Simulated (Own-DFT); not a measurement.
# One cell, two functionals

Calculated results; nothing here was measured. They come from Own-DFT, an in-house plane-wave density functional program, since retired, whose code no person has reviewed. Each row is one single-point run on a periodic cell that was not relaxed, without spin or spin-orbit coupling.

Known limits, some of them of some rows only: hafnium file: forces about 75 meV/angstrom off all-electron values; oxygen file: force components 24 meV/angstrom off all-electron in a glass; forces on such cells failed a check on a denser k mesh; forces on such cells moved up to 12 meV/angstrom on a denser k mesh; forces on such cells passed a denser k mesh, each cell not checked; stress not checked against mesh or cutoff.

Each cell was run twice at the same cutoff, k mesh and smearing, with PBE and with PBEsol, on PseudoDojo norm-conserving files made for PBE. Atoms were moved at random from their sites; u is the rms move along one axis. Files made for PBEsol would give a somewhat different change.

| cell | atoms | volume (Å³/atom) | u (Å) | cutoff (hartree) | P with PBE (GPa) | P with PBEsol (GPa) | change (GPa) |
|---|---|---|---|---|---|---|---|
| C49 TiSi2 (Si40Ti20) | 60 | 13.62 | 0.046 | 42 | 10.19 | 6.70 | -3.49 |
| C49 TiSi2 (Si40Ti20) | 60 | 13.91 | 0.051 | 42 | 7.07 | 3.67 | -3.40 |
| C49 TiSi2 (Si40Ti20) | 60 | 13.81 | 0.045 | 42 | 6.80 | ? | ? |
| D0_22 TiAl3 with two Al on a Ti site each (Al32Ti8) | 40 | 15.63 | 0.032 | 42 | 2.96 | 1.26 | -1.69 |
| D0_22 TiAl3 with two Al on a Ti site each (Al32Ti8) | 40 | 15.63 | 0.070 | 42 | 4.13 | 2.43 | -1.70 |
| D0_22 TiAl3 with two Al on a Ti site each (Al32Ti8) | 40 | 15.63 | 0.047 | 42 | 3.29 | 1.60 | -1.69 |
| diamond-structure SiGe in ordered layers (Ge32Si32) | 64 | 21.31 | 0.031 | 42 | 3.00 | 0.71 | -2.29 |
| diamond-structure SiGe in ordered layers (Ge32Si32) | 64 | 21.31 | 0.029 | 42 | 2.91 | 0.62 | -2.29 |
| diamond-structure SiGe in ordered layers (Ge32Si32) | 64 | 21.31 | 0.031 | 42 | 2.96 | 0.67 | -2.29 |
| monoclinic HfO2 (Hf32O64) | 96 | 11.52 | 0.121 | 72 | 19.26 | 12.73 | -6.53 |
| monoclinic HfO2 (Hf32O64) | 96 | 11.52 | 0.080 | 72 | 9.33 | 2.85 | -6.48 |
| monoclinic HfO2 (Hf32O64) | 96 | 11.52 | 0.019 | 72 | 3.84 | -2.61 | -6.46 |

## Worked reading

Mean change of pressure by composition, in GPa: HfO2, -6.49; Si2Ti, -3.45; GeSi, -2.29; Al4Ti, -1.69. At a fixed cell PBEsol gives the lower pressure, because it favours a smaller volume than PBE. Here the change varies more between materials than between cells of one material.

## Withheld value

Question: what PBEsol pressure should the Si40Ti20 cell with the blank give?

Adding the mean change of the cells with its composition, -3.45 GPa, to 6.80 gives 3.4 GPa. The calculation gave 3.37 GPa.
